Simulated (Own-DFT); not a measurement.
# A pressure from energies alone: monoclinic HfO2, 94 atoms (Hf32O62), with two O vacancies

Calculated, not measured. Each geometry was run twice at fixed positions with Own-DFT, a retired in-house plane-wave program that no person has reviewed: with PBE, and with HSE06 (exact exchange share 0.25 at short range, screening 0.11 per bohr, Gygi-Baldereschi treatment of its divergence). Both used PseudoDojo norm-conserving files made for PBE, a cutoff of 48 hartree, the Gamma point alone, fixed occupations, a neutral cell and no spin. The unstrained cell is 10.1 Å across at its thinnest, so Gamma alone is coarse and defects feel their images. The hafnium file keeps the 4f electrons in the core, and its forces lie about 75 meV/Å off all-electron values. The oxygen file's force components were 24 meV/Å off all-electron values in a glass.

Unstrained cell vectors in Å: (10.234, 0.000, 0.000); (0.000, 10.350, 0.000); (-1.696, 0.000, 10.445), volume V0 = 1106.4 Å³, from measured lattice constants. Each geometry has its own random strain of a few per cent, its own defect sites and random moves of rms u per axis. HSE06 gave the energy alone. D is its energy less that of PBE, over the lowest D shown. The PBE stress wasn't checked against mesh or cutoff.

```
run,V - V0 (Å³),u (Å),P with PBE (GPa),D (eV)
1,-38.7,0.0536,15.61,0.271
2,-3.9,0.0472,6.28,1.060
3,14.5,0.0296,1.07,1.330
4,-20.6,0.0311,9.33,0.392
5,-9.3,0.0294,5.46,0.769
6,-30.3,0.0302,11.73,0.240
7,6.4,0.0332,2.93,1.162
8,12.9,0.0277,0.93,1.362
9,-4.2,0.0525,6.88,1.057
10,-7.2,0.0291,5.23,0.864
11,-4.9,0.0316,5.15,0.796
12,-47.5,0.0490,16.73,0.000
13,-16.2,0.0472,9.11,0.804
14,-26.4,0.0523,13.01,?
```

## Fit

D = 0.88 + 0.0250 (V - V0) + 123 u² eV, with an error of 0.0010 on the volume slope, 22 on the last term and a scatter of 0.06 eV. Pressure is -dE/dV, and 1 eV/Å³ is 160.2 GPa, so HSE06 changes the pressure by -4.0 ± 0.2 GPa. With the ions held to the strained lattice, the PBE pressure falls by 264 ± 8 GPa per unit of volume strain; the shape of the strain isn't fitted, so the true error is larger, and a relaxed crystal would be softer. On that slope HSE06's volume at a given pressure is about 1.5 % smaller, or 0.5 % in lengths. At u = 0 and V0 the PBE pressure is 3.1 GPa, which puts the zero-pressure volume, against the measured cell and with the defects in, at +1.2 % for PBE and -0.3 % for HSE06, each good to a few tenths of a per cent.

## Check

Question: what D should run 14 give?

Estimate: 0.55 eV, with rows scattering by 0.06. DFT gave 0.565 eV.
